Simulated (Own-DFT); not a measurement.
## Calculated data, Hf36O71 (tetragonal hafnia with one neutral oxygen vacancy, atoms displaced)

All values are calculated (Own-DFT development build). A calculation, not a measurement: plane-wave PBE and HSE06 DFT by an unreviewed code, no spin, of a simulated cell at Gamma alone, so results move with cell size and shape, stress positive in tension, energies less offsets, not probed for a lower state with spin; hafnium file: forces about 75 meV/angstrom off all-electron values; oxygen file: force components 24 meV/angstrom off all-electron in a glass; k mesh not checked against a denser one; forces and stress are PBE's, HSE06 gives the energy alone, and its difference from PBE has offsets of its own; offsets are fitted by least squares, one for each functional and potential file, so energies compare only between cells with the same atoms and settings and are not formation energies; the far tail of each file's local potential was reset to the Coulomb form; each entry is a single point on an unrelaxed cell, so the pressure reflects the starting lattice, taken from the Materials Project, from which strain is counted, and rises with the displacements; printed positions are rounded, which can move forces by about a meV/angstrom; the program is a retired in-house code; no spin-orbit coupling.

Common to all runs: first functional PBE; second functional HSE06; exact exchange share 0.25; screening 0.11 1/bohr; exchange divergence Gygi-Baldereschi; potential files PseudoDojo norm-conserving, scalar-relativistic, made for PBE, standard set; wave cutoff 48 hartree; occupations fixed; k mesh 1 x 1 x 1 centred on Gamma.

```yaml
- entry: 1
  formula: Hf36O71
  kind: "tetragonal hafnia with one neutral oxygen vacancy, atoms displaced"
  structure:
    cell_angstrom: [[10.78, 0.0, 0.0], [0.0, 10.78, 0.0], [0.0, 0.0, 10.4493]]
    atoms_fractional:
      - [Hf, 0.00326, 0.0069, 0.99344]
      - [Hf, 0.15867, 0.16482, 0.24741]
      - [O, 0.99564, 0.16336, 0.15594]
      - [O, 0.16212, 0.00068, 0.35668]
      - [O, 0.00686, 0.16529, 0.40254]
      - [O, 0.16283, 0.00522, 0.10432]
      - [Hf, 0.00198, 0.99542, 0.49976]
      - [Hf, 0.16092, 0.16386, 0.74616]
      - [O, 0.0029, 0.171, 0.65397]
      - [O, 0.17015, 0.00162, 0.85004]
      - [O, 0.99994, 0.1703, 0.91213]
      - [O, 0.1564, 0.00155, 0.59993]
      - [Hf, 0.99977, 0.32773, 0.00774]
      - [Hf, 0.16206, 0.50427, 0.24775]
      - [O, 0.99558, 0.49551, 0.14427]
      - [O, 0.17277, 0.32826, 0.35771]
      - [O, 0.01563, 0.49968, 0.39939]
      - [O, 0.16817, 0.33495, 0.10195]
      - [Hf, 0.00225, 0.32922, 0.50538]
      - [Hf, 0.1684, 0.50454, 0.74868]
      - [O, 0.99802, 0.50173, 0.65609]
      - [O, 0.17061, 0.33531, 0.8558]
      - [O, 0.00032, 0.49604, 0.9007]
      - [O, 0.16991, 0.33312, 0.6053]
      - [Hf, 0.99378, 0.66939, 0.99871]
      - [Hf, 0.16664, 0.83644, 0.25027]
      - [O, 0.00515, 0.8338, 0.15534]
      - [O, 0.16777, 0.6701, 0.34636]
      - [O, 0.99774, 0.8319, 0.41168]
      - [O, 0.16189, 0.66768, 0.101]
      - [Hf, 0.00665, 0.65596, 0.50951]
      - [Hf, 0.1642, 0.84072, 0.75387]
      - [O, 0.00844, 0.82865, 0.6544]
      - [O, 0.16939, 0.65981, 0.85202]
      - [O, 0.00675, 0.82882, 0.89709]
      - [O, 0.16826, 0.67024, 0.59774]
      - [Hf, 0.33583, 0.00284, 0.00359]
      - [Hf, 0.49425, 0.16824, 0.25465]
      - [O, 0.33185, 0.16706, 0.15391]
      - [O, 0.32575, 0.16797, 0.40616]
      - [O, 0.49977, 0.0047, 0.10144]
      - [Hf, 0.33436, 0.00181, 0.49436]
      - [Hf, 0.49941, 0.16392, 0.75618]
      - [O, 0.33599, 0.16834, 0.64464]
      - [O, 0.49801, 9.0e-05, 0.8531]
      - [O, 0.33396, 0.16917, 0.8993]
      - [O, 0.50122, 0.00301, 0.59962]
      - [Hf, 0.32846, 0.33406, 0.00464]
      - [Hf, 0.49712, 0.49921, 0.2491]
      - [O, 0.33423, 0.50161, 0.14938]
      - [O, 0.50236, 0.3332, 0.3386]
      - [O, 0.32565, 0.49824, 0.39987]
      - [O, 0.50533, 0.33942, 0.10713]
      - [Hf, 0.3323, 0.33432, 0.49876]
      - [Hf, 0.49981, 0.4953, 0.7506]
      - [O, 0.33423, 0.50133, 0.65619]
      - [O, 0.50735, 0.32979, 0.85139]
      - [O, 0.33078, 0.49488, 0.90176]
      - [O, 0.50635, 0.33657, 0.59519]
      - [Hf, 0.33759, 0.66803, 0.00738]
      - [Hf, 0.50225, 0.82906, 0.2421]
      - [O, 0.32228, 0.82964, 0.1558]
      - [O, 0.49666, 0.67012, 0.33597]
      - [O, 0.33099, 0.83468, 0.40556]
      - [O, 0.50731, 0.67317, 0.10453]
      - [Hf, 0.31977, 0.66572, 0.49936]
      - [Hf, 0.49596, 0.83695, 0.74775]
      - [O, 0.33147, 0.83652, 0.64837]
      - [O, 0.49802, 0.66357, 0.84801]
      - [O, 0.33934, 0.83865, 0.90689]
      - [O, 0.50165, 0.66995, 0.58958]
      - [Hf, 0.67322, 0.0031, 0.99647]
      - [Hf, 0.83056, 0.16642, 0.24381]
      - [O, 0.66012, 0.16983, 0.14575]
      - [O, 0.83265, 0.9996, 0.35]
      - [O, 0.66124, 0.1734, 0.41197]
      - [O, 0.83322, 0.00246, 0.09758]
      - [Hf, 0.66538, 0.99967, 0.50853]
      - [Hf, 0.83492, 0.16398, 0.74879]
      - [O, 0.67101, 0.15318, 0.65114]
      - [O, 0.83145, 0.00386, 0.85614]
      - [O, 0.6609, 0.17181, 0.90143]
      - [O, 0.83124, 0.99566, 0.59778]
      - [Hf, 0.66578, 0.33232, 0.99795]
      - [Hf, 0.83288, 0.50264, 0.25578]
      - [O, 0.66494, 0.49822, 0.14863]
      - [O, 0.8424, 0.33084, 0.33923]
      - [O, 0.6651, 0.5111, 0.40118]
      - [O, 0.82956, 0.33352, 0.09135]
      - [Hf, 0.66428, 0.33258, 0.49674]
      - [Hf, 0.82467, 0.49885, 0.75189]
      - [O, 0.66689, 0.49603, 0.65827]
      - [O, 0.82579, 0.33899, 0.8404]
      - [O, 0.66962, 0.50208, 0.90224]
      - [O, 0.82793, 0.33032, 0.60065]
      - [Hf, 0.66576, 0.67188, 0.9954]
      - [Hf, 0.83968, 0.83827, 0.24338]
      - [O, 0.6757, 0.83259, 0.14804]
      - [O, 0.83691, 0.66521, 0.34591]
      - [O, 0.66319, 0.83634, 0.40913]
      - [O, 0.82756, 0.65764, 0.09749]
      - [Hf, 0.66052, 0.66626, 0.50489]
      - [Hf, 0.83667, 0.83372, 0.74791]
      - [O, 0.66802, 0.82824, 0.65862]
      - [O, 0.83272, 0.66988, 0.84373]
      - [O, 0.66438, 0.83865, 0.90389]
      - [O, 0.83479, 0.66127, 0.60143]
  results:
    "PBE_energy_of_cell_above_offsets [eV]": "-98.007"
    "HSE06_less_PBE_above_offsets [eV]": "0.006"
    "PBE_pressure [GPa]": 1.83
    "PBE_stress_xx [GPa]": -2.1
    "PBE_stress_yy [GPa]": -1.31
    "PBE_stress_zz [GPa]": -2.08
    "PBE_stress_yz [GPa]": -0.8
    "PBE_stress_xz [GPa]": -0.39
    "PBE_stress_xy [GPa]": -0.01
    force_element: [Hf, Hf, O, O, O, O, Hf, Hf, O, O, O, O, Hf, Hf, O, O, O, O, Hf, Hf, O, O, O, O, Hf, Hf, O, O, O, O, Hf, Hf, O, O, O, O, Hf, Hf, O, O, O, Hf, Hf, O, O, O, O, Hf, Hf, O, O, O, O, Hf, Hf, O, O, O, O, Hf, Hf, O, O, O, O, Hf, Hf, O, O, O, O, Hf, Hf, O, O, O, O, Hf, Hf, O, O, O, O, Hf, Hf, O, O, O, O, Hf, Hf, O, O, O, O, Hf, Hf, O, O, O, O, Hf, Hf, O, O, O, O]
    "force_x [eV/angstrom]": [-0.244, 1.319, 0.094, 0.29, -0.492, 0.284, -0.913, 2.998, -1.518, -0.714, 0.0, 1.744, 0.091, -0.024, 0.469, -0.578, -0.578, -0.863, 0.218, -0.541, 0.504, -0.485, -0.299, -0.567, 0.609, -0.442, -1.177, 0.2, 0.108, 0.284, -2.493, 1.017, -1.467, 0.262, -0.356, -0.319, 0.274, 0.494, -0.208, 1.19, 0.041, -0.173, -0.075, -0.494, 0.063, 0.217, -0.724, 1.116, 1.334, -0.529, -0.353, 0.429, -1.568, -0.44, 0.079, 0.209, -0.522, 0.726, -0.942, -0.905, 0.411, 2.306, -0.214, 0.233, -1.21, 2.822, 0.081, -0.193, -0.101, -0.278, -1.945, -1.399, -1.284, 0.91, -0.026, -0.007, 1.038, 0.057, -1.472, -0.386, 0.661, 0.675, 1.6, -0.735, -0.945, 0.348, -0.297, 0.082, 0.744, 0.498, 1.395, -1.128, 0.412, -0.21, 0.866, 0.319, -0.664, -0.88, 0.363, -0.585, 1.117, 1.815, -0.215, -0.218, 0.036, 0.109, -0.15]
    "force_y [eV/angstrom]": [-1.812, 0.321, 0.385, -0.199, 0.236, 0.037, 0.026, 1.851, 0.09, 0.424, -0.836, 0.165, 3.671, -0.677, 0.105, 0.548, -0.592, -0.452, 0.201, -1.606, -0.092, -0.924, 0.431, 0.071, -2.37, -0.048, 0.053, -0.145, -0.635, -0.456, 1.069, -1.578, 0.167, 1.921, 1.723, -0.63, 0.701, -0.934, 0.014, -0.228, -0.814, -0.081, 0.305, -0.26, 0.092, -0.596, -0.664, 0.201, 0.053, 0.481, 0.477, 0.626, -0.32, -0.46, -0.045, 0.191, 0.713, 0.828, -0.127, -0.769, 0.875, 0.135, -0.369, -0.087, 0.3, 0.386, -0.685, 0.017, 0.671, -0.796, -0.187, 0.397, -0.239, -0.508, 0.657, -1.947, -0.025, 0.235, 1.53, 0.605, -0.477, -1.696, -0.121, 1.382, 0.404, 0.201, 0.289, -2.146, -0.878, 1.644, 0.88, 0.529, -2.639, 0.403, -0.104, -1.065, -0.821, 0.402, 0.802, -0.365, 0.847, 1.108, -0.511, 0.411, 0.429, -0.232, 0.527]
    "force_z [eV/angstrom]": [1.452, 1.889, -0.965, -0.946, 0.444, -0.794, -1.027, 0.363, -0.011, 0.487, -1.885, 1.074, -0.594, 0.091, 1.341, -1.245, 0.553, 0.812, -0.722, 1.851, -0.938, -0.853, 0.694, -0.361, -0.053, 1.418, -0.982, 0.518, -0.502, -0.355, -1.232, -0.054, 0.126, -0.426, 0.52, 1.214, 0.058, -0.854, 0.008, -0.884, -0.001, 0.764, -0.736, 1.214, -0.433, 0.503, -0.091, -0.691, -0.787, 0.08, 1.91, 0.281, -1.484, 0.369, 0.72, -0.96, -0.574, 0.566, 0.193, -0.979, 1.022, -0.907, 1.039, -0.391, -1.298, -1.124, 0.318, 0.849, -0.142, 0.004, 0.854, 0.706, 0.772, 1.152, -0.772, -1.483, 0.018, -1.247, -0.263, 1.149, -0.737, -0.526, 0.995, 0.76, -1.782, 1.065, 0.91, 0.023, 0.329, 0.534, 0.191, -1.057, 0.693, -0.092, -1.072, 0.365, 1.941, 0.363, -0.058, -0.574, -0.45, -0.73, -0.31, 0.031, 0.795, -0.42, -0.54]
- entry: 2
  formula: Hf36O71
  kind: "tetragonal hafnia with one neutral oxygen vacancy, atoms displaced"
  structure:
    cell_angstrom: [[10.78, 0.0, 0.0], [0.0, 10.78, 0.0], [0.0, 0.0, 10.4493]]
    atoms_fractional:
      - [Hf, 0.99888, 0.00109, 0.00394]
      - [Hf, 0.16305, 0.16435, 0.25203]
      - [O, 0.99595, 0.17053, 0.14746]
      - [O, 0.16832, 0.00225, 0.34603]
      - [O, 0.99745, 0.17132, 0.40217]
      - [O, 0.16854, 0.99966, 0.09388]
      - [Hf, 0.00278, 0.00229, 0.49423]
      - [Hf, 0.16511, 0.16396, 0.74514]
      - [O, 0.00377, 0.17175, 0.65869]
      - [O, 0.15886, 0.00355, 0.84669]
      - [O, 0.00647, 0.16852, 0.90973]
      - [O, 0.17139, 0.00202, 0.59783]
      - [Hf, 0.00218, 0.32696, 0.99983]
      - [Hf, 0.16595, 0.5044, 0.25291]
      - [O, 0.99856, 0.5009, 0.1538]
      - [O, 0.16684, 0.33342, 0.34464]
      - [O, 0.9996, 0.49382, 0.39136]
      - [O, 0.16797, 0.33171, 0.09491]
      - [Hf, 0.99446, 0.34214, 0.49685]
      - [Hf, 0.16671, 0.50376, 0.75324]
      - [O, 0.00056, 0.50293, 0.65526]
      - [O, 0.16596, 0.34505, 0.84447]
      - [O, 0.99868, 0.50126, 0.90081]
      - [O, 0.16185, 0.33535, 0.59921]
      - [Hf, 0.99738, 0.66645, 0.99397]
      - [Hf, 0.16878, 0.83633, 0.25261]
      - [O, 0.00673, 0.83307, 0.15583]
      - [O, 0.16644, 0.65666, 0.3439]
      - [O, 0.9989, 0.83301, 0.40326]
      - [O, 0.16547, 0.67542, 0.08242]
      - [Hf, 0.99506, 0.65831, 0.49327]
      - [Hf, 0.16894, 0.83422, 0.74903]
      - [O, 0.99557, 0.83771, 0.65739]
      - [O, 0.17689, 0.66082, 0.84715]
      - [O, 0.99725, 0.83424, 0.89819]
      - [O, 0.16881, 0.66735, 0.59036]
      - [Hf, 0.33408, 0.00145, 0.99879]
      - [Hf, 0.49712, 0.16678, 0.24872]
      - [O, 0.33053, 0.16645, 0.15218]
      - [O, 0.49865, 0.00045, 0.34302]
      - [O, 0.33313, 0.16872, 0.39546]
      - [O, 0.49782, 0.99771, 0.09305]
      - [Hf, 0.34023, 0.00307, 0.50588]
      - [Hf, 0.49966, 0.17035, 0.75044]
      - [O, 0.32646, 0.16221, 0.64364]
      - [O, 0.49593, 0.99564, 0.84033]
      - [O, 0.33609, 0.16599, 0.9052]
      - [O, 0.5006, 0.99627, 0.59767]
      - [Hf, 0.33106, 0.33015, 0.00581]
      - [Hf, 0.49961, 0.5023, 0.25025]
      - [O, 0.3322, 0.4969, 0.1602]
      - [O, 0.49849, 0.33737, 0.35312]
      - [O, 0.33279, 0.50119, 0.40118]
      - [O, 0.51253, 0.32777, 0.09236]
      - [Hf, 0.34202, 0.33873, 0.49899]
      - [Hf, 0.50214, 0.50314, 0.74805]
      - [O, 0.33473, 0.50784, 0.64904]
      - [O, 0.49744, 0.32706, 0.84413]
      - [O, 0.32929, 0.49913, 0.89492]
      - [O, 0.50263, 0.33186, 0.5948]
      - [Hf, 0.32564, 0.66347, 0.99944]
      - [Hf, 0.49661, 0.84416, 0.24435]
      - [O, 0.33572, 0.8342, 0.14321]
      - [O, 0.5082, 0.66172, 0.34426]
      - [O, 0.32816, 0.83313, 0.39988]
      - [O, 0.49937, 0.67091, 0.09711]
      - [Hf, 0.32754, 0.66673, 0.49374]
      - [Hf, 0.49478, 0.82545, 0.74675]
      - [O, 0.33559, 0.84263, 0.64739]
      - [O, 0.49277, 0.66634, 0.84802]
      - [O, 0.34004, 0.83146, 0.90598]
      - [O, 0.50419, 0.66621, 0.60209]
      - [Hf, 0.66395, 0.99315, 0.00633]
      - [Hf, 0.83368, 0.16493, 0.24822]
      - [O, 0.66534, 0.15839, 0.15686]
      - [O, 0.83534, 0.00629, 0.35188]
      - [O, 0.65914, 0.16577, 0.40437]
      - [O, 0.83933, 0.00173, 0.09875]
      - [Hf, 0.67103, 0.00344, 0.48613]
      - [Hf, 0.831, 0.16273, 0.74802]
      - [O, 0.66615, 0.1681, 0.65372]
      - [O, 0.83042, 0.99396, 0.83964]
      - [O, 0.66902, 0.16922, 0.90213]
      - [O, 0.83358, 0.00579, 0.59125]
      - [Hf, 0.66435, 0.34024, 0.99608]
      - [Hf, 0.82488, 0.49058, 0.25228]
      - [O, 0.66809, 0.49834, 0.15635]
      - [O, 0.83762, 0.32407, 0.34086]
      - [O, 0.66552, 0.50071, 0.40566]
      - [O, 0.83809, 0.33234, 0.10433]
      - [Hf, 0.66333, 0.33168, 0.50225]
      - [Hf, 0.83733, 0.49971, 0.75149]
      - [O, 0.66522, 0.49564, 0.6467]
      - [O, 0.83078, 0.33366, 0.8489]
      - [O, 0.66185, 0.51053, 0.89797]
      - [O, 0.83201, 0.32489, 0.6012]
      - [Hf, 0.66283, 0.67512, 0.99819]
      - [Hf, 0.83632, 0.83571, 0.24754]
      - [O, 0.65981, 0.84311, 0.15581]
      - [O, 0.83738, 0.6659, 0.34554]
      - [O, 0.66309, 0.83263, 0.40377]
      - [O, 0.8278, 0.66542, 0.1013]
      - [Hf, 0.6716, 0.66635, 0.50317]
      - [Hf, 0.8368, 0.83639, 0.74474]
      - [O, 0.67083, 0.83728, 0.65028]
      - [O, 0.83245, 0.66064, 0.8491]
      - [O, 0.66802, 0.83151, 0.90159]
  results:
    "PBE_energy_of_cell_above_offsets [eV]": "-98.069"
    "HSE06_less_PBE_above_offsets [eV]": "-0.005"
    "PBE_pressure [GPa]": 2.25
    "PBE_stress_xx [GPa]": -1.64
    "PBE_stress_yy [GPa]": -2.12
    "PBE_stress_zz [GPa]": -2.98
    "PBE_stress_yz [GPa]": -0.32
    "PBE_stress_xz [GPa]": 0.49
    "PBE_stress_xy [GPa]": -0.01
    force_element: [Hf, Hf, O, O, O, O, Hf, Hf, O, O, O, O, Hf, Hf, O, O, O, O, Hf, Hf, O, O, O, O, Hf, Hf, O, O, O, O, Hf, Hf, O, O, O, O, Hf, Hf, O, O, O, O, Hf, Hf, O, O, O, O, Hf, Hf, O, O, O, O, Hf, Hf, O, O, O, O, Hf, Hf, O, O, O, O, Hf, Hf, O, O, O, O, Hf, Hf, O, O, O, O, Hf, Hf, O, O, O, O, Hf, Hf, O, O, O, O, Hf, Hf, O, O, O, O, Hf, Hf, O, O, O, O, Hf, Hf, O, O, O]
    "force_x [eV/angstrom]": [1.297, 0.31, 0.971, -0.689, 0.583, -0.558, -0.115, 0.202, -1.052, 0.666, -0.431, -1.293, -0.393, -0.942, 0.287, -0.012, -0.322, -0.201, 1.29, 0.938, -0.68, 0.046, -0.012, 0.704, -1.103, 0.867, -1.222, 0.037, 0.271, -0.786, -0.381, -0.288, 1.832, -0.724, 0.347, -1.248, -0.231, -0.07, 0.503, -0.081, 0.41, -0.074, -0.304, -0.004, 1.598, 0.285, -0.338, 0.919, 0.289, 0.411, 0.307, 0.053, 0.091, -2.744, -2.341, -0.594, 0.2, 0.337, 0.83, -0.685, 2.131, -0.54, -1.013, -0.684, 0.059, -0.068, 1.584, 1.132, -0.979, 0.354, -0.929, -0.511, 0.51, -0.034, 0.154, -0.176, -0.024, -1.313, -0.504, -0.177, -0.36, 0.235, -0.168, 0.521, 2.285, 1.625, -0.997, -0.75, 0.878, -1.416, 0.931, -0.747, 0.838, 0.206, -0.321, 0.196, 0.096, -0.104, 1.878, 0.02, 0.543, 0.375, -0.372, -1.397, -0.04, 0.285, -0.178]
    "force_y [eV/angstrom]": [-0.19, 1.603, -0.674, -0.562, -0.721, 0.034, 0.347, 1.49, -0.794, -1.266, -1.106, -0.486, 1.902, -3.224, 0.456, 0.097, 1.32, -0.199, -2.027, -1.396, 0.667, -2.567, -0.048, 0.341, -0.569, -0.321, 0.251, 3.208, -0.169, -0.37, 0.492, 0.367, -0.483, 2.536, -0.36, 0.607, -0.684, 0.95, 0.13, 0.56, -0.068, 0.347, 0.372, -2.001, 0.57, 0.7, 0.452, 0.52, 0.602, 0.485, 0.039, -0.542, 0.099, 0.019, -0.806, 0.178, -0.581, 1.952, -0.671, -0.171, 0.069, -2.652, 0.214, 1.366, 0.086, -0.487, -0.382, 1.09, -0.812, -0.256, 0.39, 0.296, 1.456, 0.435, -0.382, -1.416, 1.075, -0.79, -1.47, 0.701, -0.012, 1.482, -0.871, 0.162, -0.281, 0.843, -0.293, 1.24, -0.716, 0.183, 0.355, -0.462, 0.379, -0.096, -1.268, 0.586, -1.387, -1.005, 0.19, 0.272, 0.117, 1.118, 0.339, -1.069, -0.954, 1.333, 0.648]
    "force_z [eV/angstrom]": [-1.267, -0.165, 0.711, 0.166, 0.067, 0.699, 1.129, 0.362, -0.432, -0.138, -0.972, -0.221, 0.413, -1.615, -0.148, -0.081, 1.162, 0.119, 1.216, -1.242, -1.416, 0.731, 0.065, -1.076, 0.71, -0.616, -0.107, 0.694, -0.029, 1.846, 0.513, 0.107, -1.262, -0.329, 0.755, 0.279, -0.83, 0.365, -0.205, 0.418, 0.622, 0.629, -0.518, -0.35, 0.656, 0.597, -0.4, -0.943, -1.273, 0.207, -1.41, -0.799, 0.101, 1.092, -0.177, 0.288, -0.1, 0.333, 1.513, 0.934, -0.895, 0.636, 1.356, 0.149, -0.355, -0.143, 0.722, -0.142, 0.425, -0.074, -0.974, -0.628, -1.478, -0.892, -0.05, -0.662, -0.781, 0.194, 2.617, 0.061, -0.205, 1.127, 0.611, 0.109, -0.83, -0.896, -0.744, 1.661, -0.314, -1.011, 0.073, 0.095, 0.595, -0.063, 0.393, -0.86, 0.478, 0.456, -0.651, 0.59, -0.566, -0.546, -0.13, 0.653, 0.166, -0.87, 0.215]
```
